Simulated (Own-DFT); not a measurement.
## Calculated data, Hf$_{36}$O$_{71}$ (tetragonal hafnia with one neutral oxygen vacancy, atoms displaced)

Computed with Own-DFT development build. A calculation, not a measurement: plane-wave PBE and HSE06 DFT by an unreviewed code, no spin, of a simulated cell at Gamma alone, so results move with cell size and shape, stress positive in tension, energies less offsets, not probed for a lower state with spin; hafnium file: forces about 75 meV/angstrom off all-electron values; oxygen file: force components 24 meV/angstrom off all-electron in a glass; k mesh not checked against a denser one; forces and stress are PBE's, HSE06 gives the energy alone, and its difference from PBE has offsets of its own; offsets are fitted by least squares, one for each functional and potential file, so energies compare only between cells with the same atoms and settings and are not formation energies; the far tail of each file's local potential was reset to the Coulomb form; each entry is a single point on an unrelaxed cell, so the pressure reflects the starting lattice, taken from the Materials Project, from which strain is counted, and rises with the displacements; printed positions are rounded, which can move forces by about a meV/angstrom; the program is a retired in-house code; no spin-orbit coupling.

Common to all runs: first functional PBE; second functional HSE06; exact exchange share 0.25; screening 0.11 1/bohr; exchange divergence Gygi-Baldereschi; potential files PseudoDojo norm-conserving, scalar-relativistic, made for PBE, standard set; wave cutoff 48 hartree; occupations fixed; k mesh 1 x 1 x 1 centred on Gamma.

(1) Hf$_{36}$O$_{71}$ (tetragonal hafnia with one neutral oxygen vacancy, atoms displaced)

```
cell vectors (Å)
  10.7800     0.0000     0.0000
   0.0000    10.7800     0.0000
   0.0000     0.0000    10.4493
atoms (fractions of the cell vectors)
Hf  0.00025  0.99789  0.99355
Hf  0.16938  0.16815  0.24816
O   0.99754  0.16552  0.15061
O   0.16414  0.00174  0.34886
O   0.99615  0.17118  0.40452
O   0.16694  0.99929  0.09631
Hf  0.99874  0.99821  0.49946
Hf  0.16678  0.16943  0.74731
O   0.99506  0.16926  0.65084
O   0.16988  0.00089  0.84362
O   0.00145  0.16853  0.90630
O   0.16894  0.00256  0.59615
Hf  0.00035  0.33338  0.00338
Hf  0.16581  0.50132  0.24894
O   0.00272  0.50180  0.15423
O   0.16538  0.33195  0.34413
O   0.99462  0.49916  0.40594
O   0.16424  0.33703  0.10310
Hf  0.99997  0.33718  0.50285
Hf  0.16444  0.50210  0.74875
O   0.99883  0.50277  0.65086
O   0.16609  0.33371  0.84717
O   0.00045  0.49910  0.90588
O   0.16561  0.33122  0.59680
Hf  0.00286  0.66250  0.00154
Hf  0.15915  0.83166  0.24776
O   0.00079  0.83058  0.14969
O   0.16112  0.66509  0.34769
O   0.00343  0.83014  0.40231
O   0.17087  0.66544  0.09489
Hf  0.99692  0.66525  0.49808
Hf  0.17199  0.83370  0.75208
O   0.99290  0.83517  0.65112
O   0.16823  0.66460  0.84904
O   0.99914  0.83692  0.89807
O   0.16747  0.66391  0.60108
Hf  0.32980  0.99969  0.00312
Hf  0.50666  0.16582  0.25327
O   0.32647  0.16762  0.15181
O   0.49790  0.00301  0.33950
O   0.33493  0.16954  0.40062
O   0.49802  0.99967  0.09930
Hf  0.33111  0.99313  0.50194
Hf  0.50052  0.16801  0.74749
O   0.33534  0.16461  0.65588
O   0.49709  0.00407  0.84155
O   0.33329  0.16911  0.90098
O   0.49716  0.99960  0.59658
Hf  0.33266  0.33234  0.00708
Hf  0.50307  0.49750  0.25139
O   0.32549  0.50041  0.15391
O   0.50412  0.32783  0.34353
O   0.34404  0.50069  0.40117
O   0.49807  0.33767  0.09954
Hf  0.33291  0.32932  0.50072
Hf  0.49931  0.49706  0.75180
O   0.33434  0.50225  0.64972
O   0.50107  0.33223  0.84824
O   0.32763  0.49667  0.90353
O   0.50017  0.33265  0.59860
Hf  0.33723  0.66999  0.99377
Hf  0.50109  0.83634  0.24713
O   0.33256  0.84213  0.15183
O   0.49957  0.67024  0.34622
O   0.33527  0.82979  0.40154
O   0.49737  0.66322  0.10214
Hf  0.33272  0.66936  0.49828
Hf  0.50064  0.83142  0.74986
O   0.33538  0.83571  0.65082
O   0.49585  0.66276  0.84941
O   0.33163  0.83376  0.89662
O   0.50382  0.66660  0.60196
Hf  0.66646  0.99837  0.99213
Hf  0.83455  0.16488  0.25245
O   0.66778  0.16486  0.15171
O   0.83427  0.00061  0.35108
O   0.66555  0.16487  0.40767
O   0.83454  0.00106  0.09798
Hf  0.66595  0.00048  0.49931
Hf  0.83807  0.16531  0.75237
O   0.67066  0.16736  0.65246
O   0.83246  0.99870  0.84535
O   0.83007  0.00152  0.59711
Hf  0.66683  0.32960  0.99814
Hf  0.83475  0.50181  0.25175
O   0.66868  0.49985  0.15466
O   0.83539  0.33312  0.34600
O   0.66927  0.50197  0.40440
O   0.83529  0.33801  0.09873
Hf  0.66553  0.33109  0.49612
Hf  0.83028  0.49754  0.75533
O   0.66595  0.49992  0.65538
O   0.83228  0.33560  0.84531
O   0.66772  0.49957  0.90317
O   0.83191  0.33316  0.59720
Hf  0.66793  0.66430  0.00183
Hf  0.83434  0.83372  0.25462
O   0.66549  0.83090  0.14905
O   0.83451  0.66915  0.34500
O   0.67277  0.83137  0.40517
O   0.83442  0.66615  0.09800
Hf  0.66524  0.67129  0.49366
Hf  0.83124  0.83365  0.75446
O   0.66196  0.83160  0.65126
O   0.82958  0.66481  0.85193
O   0.66460  0.83372  0.90548
O   0.83936  0.67691  0.59507
```

- PBE energy of cell above offsets: -100.860 eV
- HSE06 less PBE above offsets: -0.149 eV
- PBE pressure: 0.98 GPa
- PBE stress xx: 0.65 GPa
- PBE stress yy: -2.02 GPa
- PBE stress zz: -1.57 GPa
- PBE stress yz: -0.19 GPa
- PBE stress xz: 0.66 GPa
- PBE stress xy: -0.04 GPa

Force:
```csv
element,x (eV/Å),y (eV/Å),z (eV/Å)
Hf,-0.101,0.743,1.269
Hf,-1.195,-0.086,0.557
O,0.368,0.122,0.455
O,0.015,-0.548,-0.28
O,-0.026,-0.825,0.108
O,-0.941,-0.123,-0.166
Hf,0.023,0.512,0.19
Hf,0.232,0.224,0.438
O,1.236,-0.374,0.362
O,-0.291,0.053,0.267
O,-0.231,-0.46,-0.815
O,-0.755,-0.239,0.174
Hf,0.302,-0.216,0.215
Hf,0.496,-0.583,0.239
O,-0.649,0.399,-0.216
O,0.165,0.748,0.72
O,0.012,0.225,-0.581
O,-0.076,-0.401,-0.671
Hf,-0.72,-0.769,-0.302
Hf,0.757,-0.336,0.011
O,-0.233,-0.278,0.566
O,-0.339,-0.074,-0.202
O,-0.098,0.093,-0.346
O,0.467,-0.027,0.172
Hf,-0.108,0.544,-0.029
Hf,1.206,0.347,0.297
O,-0.589,0.068,0.085
O,0.418,0.244,0.031
O,-0.254,0.858,-0.54
O,-0.435,0.555,0.142
Hf,0.763,-0.003,0.937
Hf,-1.22,-0.314,-0.582
O,1.556,0.563,0.421
O,-0.283,0.735,-0.114
O,0.085,-1.138,0.218
O,-0.151,0.529,-0.49
Hf,0.632,0.641,-0.403
Hf,-1.258,-0.058,-1.36
O,1.71,0.008,-0.285
O,0.408,-1.029,1.327
O,-0.085,-0.872,0.456
O,0.634,0.163,-1.053
Hf,0.177,1.01,-0.676
Hf,0.175,0.17,0.142
O,-0.652,0.357,-0.677
O,0.836,-0.737,0.65
O,-0.161,-0.201,0.603
O,0.604,0.036,-0.565
Hf,-0.582,0.147,-0.731
Hf,-1.161,0.667,-0.285
O,1.658,-0.251,0.031
O,0.383,1.011,0.798
O,-0.371,-0.358,0.387
O,0.701,-0.132,-0.193
Hf,0.012,0.803,-0.171
Hf,-0.135,0.227,-0.723
O,-0.283,-0.279,0.544
O,0.673,-0.243,0.345
O,0.495,0.35,0.11
O,-0.013,-0.117,-0.402
Hf,-0.25,-1.304,0.72
Hf,-0.631,-0.444,-0.582
O,-0.124,-0.514,0.012
O,0.593,-0.172,0.274
O,-0.202,0.76,-0.062
O,0.199,0.116,-0.672
Hf,0.603,-1.452,0.617
Hf,0.071,-0.051,-0.211
O,-0.314,-0.147,-0.198
O,0.07,0.616,0.234
O,0.041,0.272,0.252
O,-0.733,0.247,-0.739
Hf,-0.155,1.128,1.42
Hf,0.934,0.431,-0.553
O,0.114,0.387,-0.259
O,0,-0.38,-0.135
O,-0.061,-0.104,-1.06
O,-0.32,-0.385,-0.528
Hf,0.108,-0.327,1.189
Hf,-0.965,0.588,-0.699
O,-0.487,-0.121,0.758
O,-0.398,0.56,0.696
O,0.146,-0.14,-0.035
Hf,0.041,-0.044,0.269
Hf,-0.017,-0.622,-0.325
O,-0.096,0.227,-0.035
O,-0.655,0.027,-0.021
O,-0.238,-0.3,-0.393
O,-0.584,-0.13,-0.451
Hf,0.559,0.853,1.237
Hf,-0.141,0.624,-1.257
O,0.31,-0.011,0.079
O,-0.311,-1.102,0.749
O,-0.123,-0.316,0.333
O,-0.058,0.272,-0.174
Hf,-0.032,-0.06,0.509
Hf,-0.358,0.272,-1.281
O,0.534,0.052,0.723
O,0.078,-0.274,0.332
O,-0.241,1.445,-1.081
O,0.101,-0.065,-0.033
Hf,0.073,-1.131,1.913
Hf,0.281,-1.131,-1.453
O,0.732,0.33,0.422
O,0.142,0.442,-0.229
O,-0.191,-0.498,-0.724
O,-1.838,-0.511,0.034
```

(2) Hf$_{36}$O$_{71}$ (tetragonal hafnia with one neutral oxygen vacancy, atoms displaced)

```
cell vectors (Å)
  10.7800     0.0000     0.0000
   0.0000    10.7800     0.0000
   0.0000     0.0000    10.4493
atoms (fractions of the cell vectors)
Hf  0.00257  0.00238  0.99785
Hf  0.17435  0.17220  0.25950
O   0.99589  0.17400  0.15196
O   0.16876  0.00125  0.34576
O   0.99907  0.17155  0.40477
O   0.16327  0.99819  0.10083
Hf  0.99495  0.99803  0.49362
Hf  0.18147  0.16823  0.75175
O   0.99562  0.16098  0.64651
O   0.16437  0.98754  0.84692
O   0.99751  0.17224  0.90052
O   0.16462  0.99012  0.60063
Hf  0.00776  0.33006  0.00615
Hf  0.17083  0.49937  0.23629
O   0.99888  0.49439  0.15236
O   0.16913  0.33658  0.34605
O   0.99952  0.49763  0.40466
O   0.16540  0.33532  0.10062
Hf  0.99119  0.33116  0.49703
Hf  0.15718  0.50172  0.75397
O   0.00029  0.50066  0.64783
O   0.17356  0.34039  0.84484
O   0.99605  0.49599  0.89886
O   0.17030  0.33697  0.60798
Hf  0.99461  0.66542  0.99893
Hf  0.16533  0.83526  0.23899
O   0.99840  0.83021  0.15551
O   0.15969  0.66836  0.35073
O   0.99997  0.83310  0.40337
O   0.16890  0.66583  0.09954
Hf  0.99968  0.68000  0.50052
Hf  0.17072  0.83601  0.74782
O   0.99947  0.84244  0.65717
O   0.16684  0.67026  0.84859
O   0.00033  0.83571  0.90649
O   0.16264  0.66844  0.60244
Hf  0.33095  0.99961  0.99628
Hf  0.50263  0.16369  0.25310
O   0.33123  0.16660  0.15512
O   0.32633  0.16365  0.40409
O   0.50359  0.00156  0.10114
Hf  0.33325  0.00323  0.49830
Hf  0.49865  0.17340  0.75173
O   0.33002  0.16319  0.66125
O   0.50130  0.99962  0.84974
O   0.33279  0.16980  0.90832
O   0.50587  0.00497  0.59425
Hf  0.33278  0.32788  0.00462
Hf  0.49455  0.49524  0.24385
O   0.32705  0.49640  0.15130
O   0.49582  0.33542  0.34803
O   0.33256  0.49596  0.40367
O   0.50007  0.34118  0.09180
Hf  0.33318  0.33704  0.50293
Hf  0.50016  0.49188  0.75537
O   0.33486  0.49160  0.65495
O   0.50369  0.34593  0.84128
O   0.32170  0.50018  0.90150
O   0.49552  0.32785  0.59410
Hf  0.33518  0.66755  0.99932
Hf  0.50669  0.84010  0.25419
O   0.33782  0.83625  0.14669
O   0.49712  0.66626  0.34352
O   0.33916  0.82897  0.41279
O   0.50281  0.66213  0.10084
Hf  0.33443  0.66836  0.50158
Hf  0.50729  0.83060  0.75269
O   0.32480  0.83123  0.65456
O   0.50079  0.67175  0.85133
O   0.33110  0.83274  0.90126
O   0.49682  0.67420  0.60410
Hf  0.66434  0.99834  0.00430
Hf  0.83478  0.16170  0.24426
O   0.67326  0.16033  0.15308
O   0.83615  0.99949  0.34112
O   0.65788  0.17708  0.40582
O   0.83741  0.00221  0.10138
Hf  0.66496  0.99959  0.50461
Hf  0.82689  0.17115  0.75027
O   0.67020  0.16711  0.65175
O   0.83882  0.01151  0.83833
O   0.66739  0.17265  0.89737
O   0.83419  0.00292  0.59911
Hf  0.66290  0.33027  0.99378
Hf  0.83206  0.49161  0.25246
O   0.66422  0.50214  0.15352
O   0.82724  0.33573  0.34598
O   0.66950  0.49571  0.39354
O   0.83390  0.33614  0.09746
Hf  0.66523  0.32645  0.50515
Hf  0.83644  0.48981  0.74993
O   0.66340  0.50328  0.64857
O   0.83667  0.33185  0.84511
O   0.66532  0.49903  0.90468
O   0.83754  0.33840  0.59957
Hf  0.66135  0.66544  0.00012
Hf  0.83693  0.83496  0.24694
O   0.67251  0.82139  0.15349
O   0.83378  0.66589  0.34756
O   0.66750  0.83571  0.39971
O   0.83812  0.66926  0.10631
Hf  0.65935  0.66628  0.49529
Hf  0.83238  0.82740  0.74910
O   0.66783  0.82951  0.65401
O   0.83561  0.66620  0.85285
O   0.66498  0.83312  0.91228
O   0.83351  0.66530  0.59635
```

* PBE energy of cell above offsets: -96.237 eV
* HSE06 less PBE above offsets: 0.106 eV
* PBE pressure: 2.55 GPa
* PBE stress xx: -1.95 GPa
* PBE stress yy: -2.81 GPa
* PBE stress zz: -2.89 GPa
* PBE stress yz: 0.47 GPa
* PBE stress xz: 1.17 GPa
* PBE stress xy: 0.07 GPa

Force:
```csv
element,x (eV/Å),y (eV/Å),z (eV/Å)
Hf,-0.681,0.268,-0.9
Hf,-1.853,-0.348,-0.248
O,1.534,-0.311,0.13
O,-0.001,-0.52,0.209
O,0.065,-1.357,-1.235
O,0.727,0.202,-0.713
Hf,0.688,1.39,2.042
Hf,-5.926,0.415,0.367
O,0.975,0.529,0.884
O,0.809,3.902,1.526
O,1.081,-0.696,0.684
O,0.707,1.162,-1.246
Hf,-2.253,0.417,-0.762
Hf,-3.09,1.17,3.396
O,0.654,0.201,-0.552
O,0.306,-0.364,0.159
O,-0.387,0.254,-0.049
O,1.6,-0.542,0.054
Hf,2.106,1.624,0.666
Hf,0.979,0.885,-1.155
O,-0.734,-0.199,0.996
O,-0.085,-2.357,1.382
O,0.355,0.298,0.266
O,-0.528,-1.084,-1.242
Hf,0.037,0.019,0.013
Hf,0.427,-0.957,1.354
O,0.946,0.364,-0.627
O,0.769,0.291,-1.035
O,-0.194,1.482,-0.996
O,-0.166,0.204,-0.223
Hf,0.186,-3.468,0.065
Hf,-1.462,-1.977,-0.246
O,-0.942,-0.807,-0.59
O,-0.261,-0.374,0.369
O,-0.802,-0.283,0.383
O,0.695,-0.132,-0.586
Hf,-0.271,-1.907,0.858
Hf,0.433,0.185,0.397
O,1.213,0.239,-0.343
O,0.868,0.613,-0.008
O,-0.601,0.106,0.353
Hf,-1.27,-2.073,0.85
Hf,1.266,-1.121,-0.57
O,3.08,-0.465,-1.536
O,-0.135,1.007,-0.201
O,0.33,-0.749,-1.12
O,-1.551,0.045,0.237
Hf,-1.325,2.687,-0.173
Hf,1.567,1.065,1.021
O,2.263,-0.08,-1.19
O,-0.271,-1.197,-0.692
O,0.206,1.036,-0.195
O,-0.148,-0.791,0.15
Hf,-1.81,1.357,-0.334
Hf,-0.589,5.698,-3.063
O,0.353,0.453,0.04
O,-0.318,-5.52,2.469
O,1.433,-0.059,1.124
O,0.946,-0.714,1.246
Hf,-0.497,-0.113,-0.5
Hf,-0.365,-1.025,-0.108
O,0.09,0.234,0.744
O,0.287,0.129,0.431
O,0.542,2.149,-1.359
O,-1.331,0.035,-0.502
Hf,-1.295,-1.203,0.732
Hf,-1.819,-0.394,-0.511
O,3.377,0.367,-0.337
O,0.144,-1.107,0.261
O,0.561,0.558,0.429
O,0.355,0.125,-0.745
Hf,1.307,0.53,-0.474
Hf,1.027,1.378,0.604
O,-2.165,0.32,-0.357
O,-0.112,0.587,1.214
O,-0.29,-3.214,-0.972
O,-0.642,-0.379,-0.988
Hf,1.666,0.237,-0.774
Hf,3.267,-0.731,-0.739
O,-1.985,0.519,-0.259
O,-0.752,-2.436,1.405
O,-1.059,-1.281,0.199
O,-1.246,-0.57,-1.34
Hf,2.249,1.938,1.67
Hf,-0.009,2.168,-0.247
O,0.037,-0.204,-0.391
O,0.374,-2.52,0.915
O,-0.738,0.411,1.554
O,-0.899,-0.261,-0.706
Hf,0.688,3.192,-0.518
Hf,0.342,1.917,-0.882
O,-0.182,-0.527,0.577
O,-0.874,0.262,0.709
O,0.06,-0.218,-0.477
O,-1.977,-0.175,0.247
Hf,1.51,-0.871,1.353
Hf,-0.325,-2.219,0.61
O,-1.397,1.287,-0.021
O,-0.22,0.641,0.074
O,-0.978,0.584,0.425
O,-0.589,-0.266,-1.44
Hf,1.323,-1.515,-0.113
Hf,1.577,0.66,0.267
O,-0.156,0.548,-0.21
O,-0.2,-0.238,-0.423
O,0.114,0.778,-1.163
O,-0.751,0.793,0.267
```
